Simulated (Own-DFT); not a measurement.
Simulation results for SiC (2H silicon carbide, strained, atoms displaced)

A calculation, not a measurement: plane-wave PBE density functional theory by an unreviewed code, no spin, of a simulated periodic cell, stress positive in tension, free energy of the whole cell less one offset for each atom, forces on such cells passed a denser k mesh, this cell's mesh not checked; offsets are fitted by least squares, one for each functional and potential file, so energies compare only between cells with the same atoms and settings and are not formation energies; the far tail of each file's local potential was reset to the Coulomb form; each entry is a single point on an unrelaxed cell, so the pressure reflects the starting lattice, mostly measured values (interpolated for alloys), from which strain is counted, and rises with the displacements; printed positions are rounded, which can move forces by about a meV/angstrom; the program, named Own-DFT, is a retired in-house code; no spin-orbit coupling. Program: Own-DFT development build.

Entry: SiC (2H silicon carbide, strained, atoms displaced)

```cif
# cell vector a (Å): 6.2317 0.0859 -0.0140
# cell vector b (Å): -3.0415 5.2930 0.0040
# cell vector c (Å): -0.0228 -0.0056 10.0726
data_SiC
_symmetry_space_group_name_H-M 'P 1'
_symmetry_Int_Tables_number 1
_cell_length_a 6.2323
_cell_length_b 6.1046
_cell_length_c 10.0726
_cell_angle_alpha 89.925
_cell_angle_beta 90.259
_cell_angle_gamma 119.093
_cell_volume 334.87
loop_
_atom_site_label
_atom_site_type_symbol
_atom_site_fract_x
_atom_site_fract_y
_atom_site_fract_z
_atom_site_occupancy
Si1 Si 0.00742 0.01525 0.00633 1
Si2 Si 0.16173 0.33544 0.24690 1
C1 C 0.00318 0.00567 0.18910 1
C2 C 0.16549 0.33483 0.43984 1
Si3 Si 0.00843 0.01388 0.49599 1
Si4 Si 0.17407 0.33005 0.74766 1
C3 C 0.99905 0.99449 0.68918 1
C4 C 0.17146 0.33711 0.94093 1
Si5 Si 0.99601 0.50591 0.00578 1
Si6 Si 0.16107 0.82510 0.24631 1
C5 C 0.99556 0.49228 0.18652 1
C6 C 0.17493 0.83614 0.43310 1
Si7 Si 0.00041 0.49756 0.50229 1
Si8 Si 0.16538 0.83219 0.75213 1
C7 C 0.00009 0.49964 0.69465 1
C8 C 0.17975 0.84386 0.93119 1
Si9 Si 0.49101 0.99634 0.00299 1
Si10 Si 0.65816 0.34030 0.24234 1
C9 C 0.50448 0.98921 0.18466 1
C10 C 0.67590 0.34392 0.43681 1
Si11 Si 0.50091 0.00683 0.49777 1
Si12 Si 0.67020 0.31115 0.74601 1
C11 C 0.50789 0.01268 0.68178 1
C12 C 0.65771 0.32407 0.94360 1
Si13 Si 0.50926 0.50024 0.00293 1
Si14 Si 0.65533 0.82653 0.23725 1
C13 C 0.50460 0.51596 0.18194 1
C14 C 0.66395 0.81411 0.43070 1
Si15 Si 0.50048 0.50259 0.49730 1
Si16 Si 0.66460 0.83269 0.74894 1
C15 C 0.49843 0.51739 0.68494 1
C16 C 0.64551 0.83401 0.94285 1
```

```
functional                        : PBE
potential files                   : PseudoDojo norm-conserving, scalar-relativistic, standard set
wave cutoff                       : 42 hartree
occupations                       : Fermi-Dirac
smearing width                    : 0.1 eV
hardware                          : one NVIDIA H100
k mesh                            : 5 x 5 x 3 centred on Gamma
free energy of cell above offsets : -2.648 eV
pressure                          : 3.29 GPa
stress xx                         : 2.71 GPa
stress yy                         : -6.77 GPa
stress zz                         : -5.83 GPa
stress yz                         : -1.04 GPa
stress xz                         : -1.52 GPa
stress xy                         : 6.68 GPa
wall time                         : 119.7 s
```

Force:
```csv
element,x (eV/Å),y (eV/Å),z (eV/Å)
Si,-0.421,-1.16,-2.056
Si,1.041,-0.039,0.937
C,0.002,-0.841,0.043
C,0.458,0.765,-1.197
Si,-0.24,-3.032,0.281
Si,-0.487,0.526,1.054
C,-0.328,0.531,-0.655
C,-0.225,0.533,-0.206
Si,0.957,-0.454,-2.582
Si,0.62,0.881,0.668
C,-1.246,0.819,0.513
C,-0.567,0.002,0.835
Si,-0.442,1.212,0.026
Si,0.459,0.298,-1.253
C,0.354,-0.524,-1.112
C,-1.967,-0.85,2.531
Si,0.026,0.389,-0.52
Si,1.449,-1.068,1.484
C,-3.515,1.865,0.37
C,-0.377,-0.952,-0.633
Si,1.142,-0.794,-1.356
Si,-1.748,4.433,1.832
C,-0.548,-3.275,0.112
C,1.235,0.951,-1.117
Si,-2.027,0.25,-2.139
Si,2.461,1.756,3.238
C,-0.4,-3.185,0.766
C,-0.611,3.16,-0.145
Si,0.137,-0.392,0.662
Si,0.132,0.864,0.805
C,1.326,-2.499,0.068
C,3.351,-0.17,-1.254
```
